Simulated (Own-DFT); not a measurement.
# Short bonds, stiff crystals?

The numbers are computed, not measured, by runs of the plane-wave DFT program Own-DFT (in-house, retired, unreviewed) at fixed positions, with no spin and no spin-orbit coupling.

Known weak points (not all hold for every row): forces on such cells moved up to 12 meV/angstrom on a denser k mesh; k mesh not checked against a denser one; forces on such cells passed a denser k mesh, each cell not checked; stress not checked against mesh or cutoff.

All runs are PBE with PseudoDojo norm-conserving files; cutoff and k mesh are each material's own. Every cell starts from measured lattice constants and was given uniform random strains and small random moves of its atoms. Each triple is the change of volume in per cent, the rms move u in Å and the pressure in GPa.

- 3C SiC (C48Si48), 10.36 Å³/atom unstrained: (-2.19, 0.051, 11.15); (-1.68, 0.052, 9.87); (-1.27, 0.047, 8.05); (-0.83, 0.050, 7.45); (0.63, 0.048, 4.43); (2.13, 0.048, 0.54); (3.19, 0.051, -1.19)
- wurtzite AlN (Al64N64), 10.45 Å³/atom unstrained: (-1.12, 0.051, 8.33); (-0.87, 0.053, 8.01); (-0.86, 0.048, 7.50); (-0.42, 0.051, 7.19); (0.07, 0.053, 5.78); (0.43, 0.049, 4.71); (2.94, 0.052, -0.16)
- wurtzite GaN (Ga48N48), 11.42 Å³/atom unstrained: withheld
- diamond silicon (Si64), 20.02 Å³/atom unstrained: (-2.06, 0.049, 4.60); (-0.47, 0.054, 3.13); (0.29, 0.049, 2.27); (1.12, 0.048, 1.84); (1.38, 0.056, 1.71); (1.66, 0.049, 1.36); (1.96, 0.046, 0.77)
- zincblende GaP (Ga32P32), 20.24 Å³/atom unstrained: (-2.65, 0.052, 5.95); (-0.81, 0.046, 4.08); (0.33, 0.051, 3.30); (0.50, 0.052, 2.94); (2.19, 0.050, 1.36); (2.22, 0.050, 1.46); (2.46, 0.047, 1.17)
- zincblende InP (In32P32), 25.27 Å³/atom unstrained: (-3.72, 0.046, 6.67); (-2.53, 0.049, 5.79); (-1.65, 0.057, 5.14); (0.18, 0.054, 3.49); (0.56, 0.053, 3.42); (1.78, 0.054, 2.52); (3.29, 0.048, 1.47)
- grey tin (Sn64), 34.15 Å³/atom unstrained: (-2.11, 0.051, 4.80); (-1.80, 0.051, 4.83); (-1.39, 0.048, 4.58); (-0.76, 0.050, 4.07); (-0.58, 0.044, 4.01); (-0.43, 0.052, 3.87); (1.67, 0.049, 2.88)

## Analysis

Fit a line to each set against the fractional change of volume; B is minus its slope, and u is nearly the same within a set. To take it to zero pressure, assume that B rises by 4 GPa for each GPa: B0 = B - 4 x (mean pressure). The bond length of an ideal tetrahedral crystal with the unstrained volume v is d = (√3/4)(8 v)^(1/3). Cohen's empirical rule reads B0 = (1971 - 220 L) d^(-3.5) GPa, with L = 0 for group IV crystals and SiC and 1 for III-V compounds.

```
                material  L  d (Å)  B (GPa)  mean P (GPa)  B0 (GPa)  rule (GPa)
        3C SiC (C48Si48)  0  1.888  228 ± 8           5.8   205 ± 8         213
  wurtzite AlN (Al64N64)  1  1.893  211 ± 8           5.9   187 ± 8         188
  wurtzite GaN (Ga48N48)  1  1.950        ?             ?         ?         169
  diamond silicon (Si64)  0  2.352   89 ± 5           2.2    80 ± 5          99
zincblende GaP (Ga32P32)  1  2.360   93 ± 2           2.9    81 ± 2          87
zincblende InP (In32P32)  1  2.541   75 ± 2           4.1    59 ± 2          67
         grey tin (Sn64)  0  2.810   54 ± 3           4.1    37 ± 3          53
```

A line through ln[B0/(1971 - 220 L)] against ln d has a slope of -4.2 ± 0.2 and a scatter of 8 %. Against the rule, B0 stands at 96 % for 3C SiC, 100 % for wurtzite AlN, 81 % for diamond silicon, 93 % for zincblende GaP, 88 % for zincblende InP, 71 % for grey tin. PBE tends to make silicon and heavier crystals too soft, and the rule itself is only a guide.

## Test on the hidden row

The question: what B0 does the fitted trend give for wurtzite GaN (Ga48N48)?

Estimate: 165 GPa. Its own runs give B = 210 ± 8 GPa at a mean pressure of 6.9 GPa, so B0 = 182 GPa.
